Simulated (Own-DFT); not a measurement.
# One host, several defects: C40 NbSi2

No measurement is shown. These are fixed-geometry runs of a retired plane-wave code named Own-DFT, which no person has reviewed; spin and spin-orbit coupling are neglected.

Method: PBEsol; PseudoDojo norm-conserving scalar-relativistic files, made for PBE; cutoff 42 hartree; 4 x 4 x 5 k mesh centred on Gamma; cold (Marzari-Vanderbilt) smearing of 0.2 eV.

Known weak points: forces on such cells failed a check on a denser k mesh; stress not checked against mesh or cutoff.

All runs share one cell, with vectors in Å (0.000, 8.324, 0.000); (-9.613, 0.000, 0.000); (0.000, 0.000, 6.586) and a volume of 527.0 Å³. u is the rms random offset of the atoms per axis. The defect's site can differ from row to row.

```
                    cell   formula   u (Å)  P (GPa)
               no defect  Nb12Si24  0.0191    -2.17
               no defect  Nb12Si24  0.0193    -2.16
               no defect  Nb12Si24  0.0494    -1.10
        two Nb vacancies  Nb10Si24  0.0328    -3.29
        two Nb vacancies  Nb10Si24  0.0333    -3.15
        two Nb vacancies  Nb10Si24  0.0477    -2.25
two Nb on a Si site each  Nb14Si22  0.0289     3.60
two Nb on a Si site each  Nb14Si22  0.0303        ?
two Nb on a Si site each  Nb14Si22  0.0472     4.10
two Nb on a Si site each  Nb14Si22  0.0491     4.22
          one Si vacancy  Nb12Si23  0.0286    -2.44
          one Si vacancy  Nb12Si23  0.0309    -2.59
          one Si vacancy  Nb12Si23  0.0494    -2.12
two Si on a Nb site each  Nb10Si26  0.0256    -1.89
two Si on a Nb site each  Nb10Si26  0.0279    -1.78
two Si on a Nb site each  Nb10Si26  0.0515    -0.71
```

## Working it out

P = P0 + c u² + a shift for each defect gives P0 = -2.33 GPa, c = 496 ± 57 GPa/Å² and a scatter of 0.17 GPa. The shifts, and each times the cell's volume:

- two Nb on a Si site each: 5.40 ± 0.15 GPa, 17.8 eV (8.9 eV for each of its 2 sites)
- two Si on a Nb site each: 0.20 ± 0.14 GPa, 0.7 eV (0.3 eV for each of its 2 sites) (not resolved)
- one Si vacancy: -0.75 ± 0.14 GPa, -2.5 eV
- two Nb vacancies: -1.30 ± 0.14 GPa, -4.3 eV (-2.1 eV for each of its 2 sites)

Positive is outwards. The product with the volume (160.2 GPa Å³ to the eV) is nearly free of the cell's size; divided by the bulk modulus at the cell's pressure it gives the volume that the defect adds. The atoms around the defects weren't relaxed, which would change these numbers.

## Prediction

Question: what pressure belongs in the blank (two Nb on a Si site each, u = 0.0303 Å)?

The fit gives 3.52 ± 0.21 GPa. The run itself gave 3.36 GPa.
